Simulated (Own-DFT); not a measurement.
# Point defects and the pressure they add: zincblende GaAs

No measurement is shown. These are fixed-geometry runs of a retired plane-wave code named Own-DFT, which no person has reviewed; spin and spin-orbit coupling are neglected.

Common settings: PBE; PseudoDojo norm-conserving scalar-relativistic files; cutoff 42 hartree; 3 x 3 x 3 k mesh centred on Gamma; Fermi-Dirac smearing of 0.1 eV.

Caveats (not all hold for every row): not probed for a lower state with spin; forces on such cells failed a check on a denser k mesh; forces not confirmed at this smearing and k mesh; stress not checked against mesh or cutoff.

All runs share one cell, with vectors in Å (11.307, 0.000, 0.000); (0.000, 11.307, 0.000); (0.000, 0.000, 11.307) and a volume of 1445.4 Å³. Atoms were moved at random from their sites; u is the rms move along one axis. The defect's site can differ from row to row.

| cell | formula | u (Å) | P (GPa) |
|---|---|---|---|
| no defect | As32Ga32 | 0.0173 | 3.48 |
| no defect | As32Ga32 | 0.0215 | 3.54 |
| no defect | As32Ga32 | 0.0467 | 3.81 |
| two As on a Ga site each | As34Ga30 | 0.0284 | 4.77 |
| two As on a Ga site each | As34Ga30 | 0.0299 | 4.80 |
| two As on a Ga site each | As34Ga30 | 0.0308 | 4.77 |
| one As on a Ga site | As33Ga31 | 0.0305 | 4.30 |
| one As on a Ga site | As33Ga31 | 0.0514 | 4.59 |
| one As on a Ga site | As33Ga31 | 0.0529 | 4.53 |
| two Ga vacancies | As32Ga30 | 0.0297 | ? |
| two Ga vacancies | As32Ga30 | 0.0312 | 2.98 |
| two Ga vacancies | As32Ga30 | 0.0324 | 3.03 |
| two Ga vacancies | As32Ga30 | 0.0334 | 3.02 |
| two As vacancies | As30Ga32 | 0.0293 | 3.12 |
| two As vacancies | As30Ga32 | 0.0463 | 3.57 |
| two As vacancies | As30Ga32 | 0.0483 | 3.49 |

## Fit

P = P0 + c u² + a shift for each defect gives P0 = 3.43 GPa, c = 185 ± 25 GPa/Å² and a scatter of 0.06 GPa. The shifts, and each times the cell's volume:

- two As on a Ga site each: 1.19 ± 0.05 GPa, 10.7 eV (5.3 eV for each of its 2 sites)
- one As on a Ga site: 0.65 ± 0.06 GPa, 5.9 eV
- two As vacancies: -0.37 ± 0.05 GPa, -3.3 eV (-1.6 eV for each of its 2 sites)
- two Ga vacancies: -0.61 ± 0.05 GPa, -5.5 eV (-2.8 eV for each of its 2 sites)

Positive is outwards. The product with the volume (160.2 GPa Å³ to the eV) is nearly free of the cell's size; divided by the bulk modulus at the cell's pressure it gives the volume that the defect adds. The atoms around the defects weren't relaxed, which would change these numbers.

## Withheld run

The question: what pressure belongs in the blank (two Ga vacancies, u = 0.0297 Å)?

Estimate: 2.98 ± 0.07 GPa. DFT gave 2.98 GPa.
